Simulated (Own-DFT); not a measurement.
## Calculated data, SiC (2H silicon carbide, atoms displaced)

A calculation, not a measurement: plane-wave PBE density functional theory by an unreviewed code, no spin, of a simulated periodic cell, stress positive in tension, free energy of the whole cell less one offset for each atom, forces on such cells passed a denser k mesh, this cell's mesh not checked; offsets are fitted by least squares, one for each functional and potential file, so energies compare only between cells with the same atoms and settings and are not formation energies; the far tail of each file's local potential was reset to the Coulomb form; each entry is a single point on an unrelaxed cell, so the pressure reflects the starting lattice, mostly measured values (interpolated for alloys), from which strain is counted, and rises with the displacements; printed positions are rounded, which can move forces by about a meV/angstrom; the program, named Own-DFT, is a retired in-house code; no spin-orbit coupling. Program: Own-DFT development build.

```xyz
32
Lattice="6.1654 0.0000 0.0000 -3.0827 5.3394 0.0000 0.0000 0.0000 10.0681" Properties=species:S:1:pos:R:3:force_x:R:1:force_y:R:1:force_z:R:1 formula=SiC functional=PBE potential_files=PseudoDojo_norm-conserving,scalar-relativistic,standard_set wave_cutoff=42 occupations=Fermi-Dirac smearing_width=0.1 hardware=one_NVIDIA_H100 k_mesh=5_x_5_x_3_centred_on_Gamma free_energy_of_cell_above_offsets=-4.819 pressure=3.72 stress_xx=-1.82 stress_yy=-3.5 stress_zz=-5.83 stress_yz=0.28 stress_xz=-0.16 stress_xy=0.52 wall_time=119.1
Si     0.0294     0.0118    10.0368     -0.395      0.012     -0.105
Si    -0.0375     1.7799     2.5693       0.84      0.417     -1.735
C      0.0479     0.0179     1.8602     -0.797      -0.01      0.349
C     -0.0047     1.8269     4.4018     -0.477     -1.028      0.678
Si     0.0092     0.0134     5.0357     -0.481      -0.26     -0.198
Si     0.0427     1.7623     7.5802     -0.536      0.882     -1.234
C      6.1343     0.0204     6.9488      0.774     -0.381     -0.571
C      0.0063     1.7937     9.4021      0.169     -0.079       1.48
Si    -1.5381     2.6864    10.0505      0.076      -0.07     -0.365
Si    -1.5298     4.4286     2.4776      0.017       0.98      1.034
C      4.6008     2.7049     1.8876      0.377      -1.14     -0.449
C     -1.5530     4.4222     4.4049      0.189      0.871     -0.018
Si     4.5834     2.6627     5.0465      0.885      0.422      0.653
Si    -1.5123     4.4746     7.5494     -1.483     -1.273     -1.401
C     -1.5206     2.6444     6.9673      -0.27      0.369     -0.542
C     -1.5311     4.4682     9.3366      0.015     -0.178      2.941
Si     3.0951     0.0086    10.0526     -0.302     -0.506       0.27
Si     3.0529     1.7761     2.4872      0.604      0.443      0.801
C      3.1119     0.0143     1.9013     -0.663     -0.353      -0.78
C      3.0997     1.7858     4.4286     -1.131      0.045      -0.86
Si     3.0945     0.0343     5.0371     -0.687     -0.963     -0.123
Si     3.0484     1.7782     7.5572      1.326      0.148       0.06
C     -0.0456     5.3358     6.9495      1.278      0.605     -0.833
C      3.0728     1.7576     9.4586      0.478      0.625     -0.367
Si     1.5715     2.6836    10.0492     -0.793     -0.712      0.486
Si     1.5391     4.4561     2.4821      0.792      0.005      0.218
C      1.5643     2.6892     1.8806     -1.087     -0.341       0.02
C      1.5035     4.4281     4.3712      0.805      1.215      0.517
Si     1.5041     2.7031     5.0152      1.037     -0.558      0.506
Si     1.5241     4.4945     7.5690      0.064     -0.991     -0.471
C      1.5892     2.6743     6.9221      -1.31      0.662     -0.128
C      1.5244     4.4170     9.4386      0.688      1.143      0.167
```

Units: wave_cutoff in hartree; smearing_width, free_energy_of_cell_above_offsets in eV; pressure, stress_xx, stress_yy, stress_zz, stress_yz, stress_xz, stress_xy in GPa; wall_time in s; force_x, force_y, force_z in eV/Å.
